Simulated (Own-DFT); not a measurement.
# Which defects push the lattice out? C40 NbSi2

Source: density functional calculations with Own-DFT, an unreviewed in-house program that is no longer used. Nothing was measured or relaxed, and spin and spin-orbit coupling are left out.

Method: PBE; PseudoDojo norm-conserving scalar-relativistic files; cutoff 42 hartree; 4 x 4 x 5 k mesh centred on Gamma; cold (Marzari-Vanderbilt) smearing of 0.2 eV.

Limits: forces on such cells failed a check on a denser k mesh; stress not checked against mesh or cutoff.

All runs share one cell, with vectors in Å (0.000, 8.324, 0.000); (-9.613, 0.000, 0.000); (0.000, 0.000, 6.586) and a volume of 527.0 Å³. Atoms were moved at random from their sites; u is the rms move along one axis. The defect's site can differ from row to row.

```
                    cell   formula   u (Å)  P (GPa)
               no defect  Nb12Si24  0.0198     1.52
               no defect  Nb12Si24  0.0445     2.23
               no defect  Nb12Si24  0.0519     2.86
two Si on a Nb site each  Nb10Si26  0.0289     1.67
two Si on a Nb site each  Nb10Si26  0.0491     2.50
two Si on a Nb site each  Nb10Si26  0.0519     2.82
two Nb on a Si site each  Nb14Si22  0.0293     7.45
two Nb on a Si site each  Nb14Si22  0.0494     8.08
two Nb on a Si site each  Nb14Si22  0.0509     8.84
          one Si vacancy  Nb12Si23  0.0278     0.89
          one Si vacancy  Nb12Si23  0.0315        ?
          one Si vacancy  Nb12Si23  0.0451     1.69
          one Si vacancy  Nb12Si23  0.0517     1.81
        two Nb vacancies  Nb10Si24  0.0292    -0.21
        two Nb vacancies  Nb10Si24  0.0488     0.45
        two Nb vacancies  Nb10Si24  0.0520     0.46
```

## What the rows give

P = P0 + c u² + a shift for each defect gives P0 = 1.30 GPa, c = 535 ± 62 GPa/Å² and a scatter of 0.20 GPa. The shifts, and each times the cell's volume:

- two Nb on a Si site each: 5.78 ± 0.17 GPa, 19.0 eV (9.5 eV for each of its 2 sites)
- two Si on a Nb site each: -0.03 ± 0.17 GPa, -0.1 eV (0.0 eV for each of its 2 sites) (not resolved)
- one Si vacancy: -0.82 ± 0.16 GPa, -2.7 eV
- two Nb vacancies: -2.13 ± 0.17 GPa, -7.0 eV (-3.5 eV for each of its 2 sites)

Against the defect-free cell, a freed cell would be larger where the shift is positive and smaller where it is negative (160.2 GPa Å³ is 1 eV). The atoms around the defects weren't relaxed, which would change these numbers.

## Check

The question: what pressure belongs in the blank (one Si vacancy, u = 0.0315 Å)?

The fitted form gives 1.02 ± 0.24 GPa. Computed: 1.03 GPa.
